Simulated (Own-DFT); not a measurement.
# Misfit strain and the stress it brings: wurtzite AlGaN with randomly placed atoms, 128 atoms (Al48Ga16N64)

The numbers are computed, not measured, by runs of the plane-wave DFT program Own-DFT (in-house, retired, unreviewed) at fixed positions, with no spin and no spin-orbit coupling.

Settings: PBE; PseudoDojo norm-conserving scalar-relativistic files (stringent for Ga); cutoff 96 hartree; 3 x 3 x 3 k mesh centred on Gamma; Gaussian smearing of 0.01 eV.

Known weak points: k mesh not checked against a denser one; stress not checked against mesh or cutoff.

Unstrained cell vectors in Å: (12.525, 0.000, 0.000); (-6.262, 10.847, 0.000); (0.000, 0.000, 10.066). The unstrained cell has measured lattice constants (interpolated for alloys), not those of this functional. That, the random moves and any unrelaxed bonds set the pressure at no strain. Each run strains x and y alike by e, as a substrate would, and holds the height along z. Each atom got a random Gaussian move of width 0.05 Å along each axis. The random placing of the alloy's atoms differs from row to row. Stress is positive in tension.

```
e (%)  u (Å)  (s_xx + s_yy)/2 (GPa)  s_zz (GPa)
-2.50  0.052                 -22.76      -11.19
-2.25  0.049                 -21.54       -9.04
-1.75  0.050                 -17.32      -10.35
-1.50  0.050                 -16.94       -6.70
-1.25  0.053                 -14.50       -8.20
-1.00  0.048                      ?           ?
-0.25  0.050                  -8.06       -6.53
 0.50  0.051                  -3.79       -5.21
 1.75  0.047                   2.79       -3.67
 2.75  0.048                   7.42       -2.25
```

## Working it out

With e as a fraction, the in-plane stress is -6.8 + 588 e - 2560 e² GPa (errors 8 and 581, scatter 0.43), and s_zz is -6.2 + 155 e GPa (slope ± 20, scatter 1.02). At e = 0 the first slope is C11 + C12 and the second 2 C13, both with the ions held to the strained lattice and at the cell's own pressure. The term in e² is negative: the layer stiffens under compression and softens under tension. A free layer would change its height as e changes, and the in-plane slope would drop by 2 C13²/C33 to the biaxial modulus. At fixed height, a misfit of 1 % moves the in-plane stress by about 5.9 GPa and s_zz by 1.5 GPa.

## Prediction

Q: what are the two stresses at e = -1.00 %?

Estimate: -12.9 and -7.8 GPa. The run itself gave -12.13 and -7.66 GPa.
